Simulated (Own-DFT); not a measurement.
# How strain changes the stress of 2H SiC, 72 atoms (C36Si36)

These are calculations, not measurements. They come from Own-DFT, an in-house plane-wave density functional program, since retired, whose code no person has reviewed. Each row is one single-point run on a periodic cell that was not relaxed, without spin or spin-orbit coupling.

Settings of every run: PBE; PseudoDojo norm-conserving scalar-relativistic files; cutoff 42 hartree; 4 x 4 x 3 k mesh centred on Gamma; Fermi-Dirac smearing of 0.1 eV.

Known limits: forces on such cells passed a denser k mesh, each cell not checked; stress not checked against mesh or cutoff.

Unstrained cell vectors in Å: (9.248, 0.000, 0.000); (-4.624, 8.009, 0.000); (0.000, 0.000, 10.068). The unstrained cell has measured lattice constants (interpolated for alloys), not those of this functional. That, the random moves and any unrelaxed bonds set the pressure at no strain. Each run strains this cell uniformly, with the atoms carried along. Every atom was also moved at random, by a Gaussian of width 0.05 Å on each axis. Strain is the symmetric tensor, in per cent. Stress is positive in tension, and the pressure is minus a third of its trace.

```
run  e_xx (%)  e_yy (%)  e_zz (%)  e_yz (%)  e_xz (%)  e_xy (%)  s_xx (GPa)  s_yy (GPa)  s_zz (GPa)  s_yz (GPa)  s_xz (GPa)  s_xy (GPa)  P (GPa)  E (meV/atom)
  1     -0.48      0.56      0.38      0.52     -1.29     -1.31       -6.01       -2.86       -4.59        2.03       -4.36       -5.94     4.49           4.7
  2      0.75     -0.45     -0.21     -1.90     -0.51      0.93       -0.27       -5.47      -11.02       -6.41       -1.06        3.27     5.58          14.7
  3     -1.85      1.04      0.15     -0.98      0.06     -1.15      -14.64        0.12       -6.98       -3.00       -1.05       -4.47     7.16          12.2
  4     -0.80     -1.59     -1.90      0.15     -0.23     -1.73      -10.89      -16.07      -21.35       -0.11       -1.05       -7.66    16.10          47.4
  5     -0.12     -1.61      1.57     -1.27     -1.51     -0.72       -5.53      -10.70       -0.21       -3.74       -4.74       -4.06     5.48           4.8
  6     -0.62      0.22     -0.46     -1.01      1.14      1.03       -7.05       -5.30       -9.37       -3.17        3.29        4.62     7.24           7.7
  7      0.97     -0.60      1.36     -0.45      0.16     -1.55       -1.17       -4.90        1.59       -1.62        0.25       -7.76     1.49           2.3
  8      0.90      1.51      0.21     -0.82      1.26     -1.28        0.70        5.48       -5.99       -2.43        3.60       -4.24    -0.06           7.3
  9     -1.14     -1.84     -1.59      0.71     -1.19      0.68      -13.69      -16.26      -21.59        2.79       -4.31        2.90    17.18          39.5
 10      1.81     -0.19     -0.43      0.16     -0.51      0.53        4.46       -4.09       -8.80        0.20       -1.87        2.17     2.81           9.3
 11     -1.72     -1.49      1.73      1.62      1.16      1.85      -15.69      -14.99        0.91        5.72        4.42       10.06     9.92          45.8
 12      1.11      1.80     -0.85     -1.49      0.32      1.30        0.62        6.12      -11.43       -3.88        0.81        5.62     1.56          29.7
 13      0.18     -0.57      1.20      1.26      0.87     -1.24       -3.46      -10.04        0.46        4.03        3.28       -5.86     4.34          21.4
 14     -0.83     -0.48     -1.81     -0.04     -0.03      0.18      -10.25       -8.19      -20.29        0.10        0.80       -0.50    12.91          11.4
 15      0.34     -0.46     -1.60     -0.37      1.44     -0.47       -2.56       -6.85      -17.53       -0.79        3.85       -1.84     8.98           0.0
 16      1.01      0.88      1.76      0.14      0.77      1.68        1.00        1.45        2.49        0.30        1.36        7.89    -1.65          22.5
 17     -1.87      0.85      1.26      0.61     -1.89      0.70           ?           ?           ?           ?           ?           ?        ?             ?
```

E is the free energy for each atom above the lowest run shown.

## Worked fit

Each stress component was fitted by least squares to a constant and the strains of the runs shown, as fractions, with shears doubled. Shear strains stay in the fit of a normal stress only where such slopes are resolved. The slopes, in GPa:

| stress | at no strain | per e_xx | per e_yy | per e_zz | scatter |
|---|---|---|---|---|---|
| s_xx | -5.0 | 541 ± 26 | 59 ± 24 | 18 ± 20 | 0.99 |
| s_yy | -4.6 | 124 ± 36 | 543 ± 34 | 34 ± 28 | 1.40 |
| s_zz | -8.0 | 45 ± 32 | 83 ± 30 | 626 ± 25 | 1.23 |

Each shear stress against twice its own strain: yz 162 ± 7, xz 160 ± 11, xy 225 ± 8 GPa. These are stiffnesses along x, y and z of the frame in which the cell vectors are given, which need not be the crystal's axes. The atoms are held to the strained lattice; where symmetry lets them move under strain, relaxing them would lower some slopes. The table should be nearly symmetric about its diagonal, and what it lacks of that shows the noise. A ninth of its sum, 230 ± 6 GPa, estimates the bulk modulus near the mean pressure of these runs, 6.5 GPa, so it lies above the value at zero pressure.

## Withheld run

Question: what normal stresses and pressure should run 17 give?

The fit gives s_xx = -14.4, s_yy = -1.9, s_zz = -0.2 and P = 5.5 GPa. The calculation gave -13.23, -2.05, 0.22 and P = 5.02 GPa.
